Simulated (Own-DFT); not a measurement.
# A change of arrangement and its cost: In32P32, 64 atoms

All numbers below are calculated, not measured. The program, named Own-DFT, is a retired in-house plane-wave density functional code that no person has reviewed. Each row is one single-point run on a periodic cell that was not relaxed, without spin or spin-orbit coupling.

Settings of every run: PBE; PseudoDojo norm-conserving scalar-relativistic files; cutoff 36 hartree; 3 x 3 x 3 k mesh centred on Gamma; Fermi-Dirac smearing of 0.1 eV.

Known limits, some of them of some rows only: not probed for a lower state with spin; forces on such cells moved up to 12 meV/angstrom on a denser k mesh; stress not checked against mesh or cutoff.

All cells hold the same atoms in the same cell, with vectors in Å (11.737, 0.000, 0.000); (0.000, 11.737, 0.000); (0.000, 0.000, 11.737). Every atom was moved at random from its ideal site; u is the rms move along one axis. The defect's site can differ from row to row. E is the free energy of the cell above the lowest run. The arrangements:

- A: zincblende InP
- B: zincblende InP, with one In on a P site and one P on an In site, 2.5 Å apart

```
arrangement,u (Å),E (eV),P (GPa)
A,0.0190,0.017,3.19
A,0.0203,0.000,3.19
A,0.0204,0.077,3.21
A,0.0456,1.612,3.51
A,0.0491,1.740,3.54
A,0.0507,2.248,3.64
B,0.0288,4.423,3.62
B,0.0309,4.695,3.69
B,0.0315,4.530,3.64
B,0.0455,5.172,3.77
B,0.0483,6.265,3.99
B,0.0486,6.049,3.94
```

Question: once the cost of the random moves is taken out, how do the arrangements rank?

## Worked answer

Fit E = a + b u², with one b for all and one a for each arrangement, and with residuals divided by u², since the noise grows with the moves. Then b = 943 eV/Å², the scatter at u = 0.04 Å is 0.19 eV, and against A:

- B: 4.01 ± 0.08 eV (higher)

These are energies of unrelaxed cells. Relaxing the atoms lowers the strained arrangements most, so the gaps would shrink and small ones could change sign.
